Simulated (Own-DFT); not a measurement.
# One cell, two functionals

These are calculations, not measurements. They come from Own-DFT, an in-house plane-wave density functional program, since retired, whose code no person has reviewed. Each row is one single-point run on a periodic cell that was not relaxed, without spin or spin-orbit coupling.

Known limits, some of them of some rows only: forces on such cells failed a check on a denser k mesh; forces on such cells moved up to 12 meV/angstrom on a denser k mesh; forces on such cells passed a denser k mesh, each cell not checked; stress not checked against mesh or cutoff.

Each cell was run twice at the same cutoff, k mesh and smearing, with PBE and with PBEsol, on PseudoDojo norm-conserving files made for PBE. Atoms were moved at random from their sites; u is the rms move along one axis. Files made for PBEsol would give a somewhat different change.

| cell | atoms | volume (Å³/atom) | u (Å) | cutoff (hartree) | P with PBE (GPa) | P with PBEsol (GPa) | change (GPa) |
|---|---|---|---|---|---|---|---|
| C40 NbSi2 with two Nb vacancies (Nb10Si24) | 34 | 15.50 | 0.030 | 42 | -0.21 | -3.47 | -3.26 |
| C40 NbSi2 with two Nb vacancies (Nb10Si24) | 34 | 15.50 | 0.079 | 42 | 2.63 | -0.62 | -3.25 |
| C40 NbSi2 with two Nb vacancies (Nb10Si24) | 34 | 15.50 | 0.030 | 42 | 0.08 | -3.19 | -3.27 |
| D0_22 TiAl3 (Al30Ti10) | 40 | 15.63 | 0.111 | 42 | 5.51 | 3.60 | -1.90 |
| D0_22 TiAl3 (Al30Ti10) | 40 | 15.63 | 0.048 | 42 | 2.48 | 0.58 | -1.90 |
| D0_22 TiAl3 (Al30Ti10) | 40 | 15.63 | 0.147 | 42 | 8.96 | 7.06 | -1.91 |
| L1_0 TiAl (Al16Ti16) | 32 | 16.26 | 0.059 | 42 | 0.61 | -2.18 | -2.79 |
| L1_0 TiAl (Al16Ti16) | 32 | 16.73 | 0.049 | 42 | -2.73 | -5.40 | -2.67 |
| L1_0 TiAl (Al16Ti16) | 32 | 16.06 | 0.164 | 42 | 9.63 | 6.77 | -2.85 |
| beta-Si3N4 (N64Si48) | 112 | 10.38 | 0.051 | 42 | 8.99 | 6.57 | -2.42 |
| beta-Si3N4 (N24Si18) | 42 | 10.41 | 0.052 | 42 | 8.50 | 6.09 | -2.41 |
| beta-Si3N4 (N64Si48) | 112 | 10.31 | 0.049 | 42 | 10.71 | ? | ? |

## Worked reading

Mean change of pressure by composition, in GPa: Nb5Si12, -3.26; AlTi, -2.77; N4Si3, -2.41; Al3Ti, -1.90. At a fixed cell PBEsol gives the lower pressure, because it favours a smaller volume than PBE. Here the change varies more between materials than between cells of one material.

## Withheld value

Question: what PBEsol pressure should the N64Si48 cell with the blank give?

Adding the mean change of the cells with its composition, -2.41 GPa, to 10.71 gives 8.3 GPa. The calculation gave 8.29 GPa.
